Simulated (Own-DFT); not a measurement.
# Which arrangement is lower? Al2C36Si34, 72 atoms

Calculated results; nothing here was measured. They come from Own-DFT, an in-house plane-wave density functional program, since retired, whose code no person has reviewed. Each row is one single-point run on a periodic cell that was not relaxed, without spin or spin-orbit coupling.

Settings of every run: PBE; PseudoDojo norm-conserving scalar-relativistic files; cutoff 42 hartree; 4 x 4 x 3 k mesh centred on Gamma; Fermi-Dirac smearing of 0.1 eV.

Known limits: not probed for a lower state with spin; forces on such cells passed a denser k mesh, each cell not checked; stress not checked against mesh or cutoff.

All cells hold the same atoms in the same cell, with vectors in Å (9.248, 0.000, 0.000); (-4.624, 8.009, 0.000); (0.000, 0.000, 10.068). Every atom was moved at random from its ideal site; u is the rms move along one axis. The defect's site can differ from row to row. E is the free energy of the cell above the lowest run. The arrangements:

- A: 4H SiC, with two Al on a Si site each, 3.1 Å apart
- B: 2H SiC, with two Al on a Si site each, 3.1 Å apart

```
arrangement   u (Å)  E (eV)  P (GPa)
          A  0.0298   0.000     5.84
          A  0.0307   0.103     5.90
          A  0.0314   0.108     5.87
          A  0.0465   3.366     6.93
          A  0.0511   4.693     7.53
          A  0.0523   4.540     7.31
          B  0.0288   0.240     5.85
          B  0.0295   0.096     5.86
          B  0.0309   0.508     5.98
          B  0.0483   4.270     7.25
          B  0.0506   5.137     7.64
          B  0.0529   4.907     7.54
```

Question: once the cost of the random moves is taken out, how do the arrangements rank?

## Worked answer

Fit E = a + b u², with one b for all and one a for each arrangement, and with residuals divided by u², since the noise grows with the moves. Then b = 2652 eV/Å², the scatter at u = 0.04 Å is 0.20 eV, and against A:

- B: 0.36 ± 0.09 eV (higher)

These are energies of unrelaxed cells. Relaxing the atoms lowers the strained arrangements most, so the gaps would shrink and small ones could change sign.
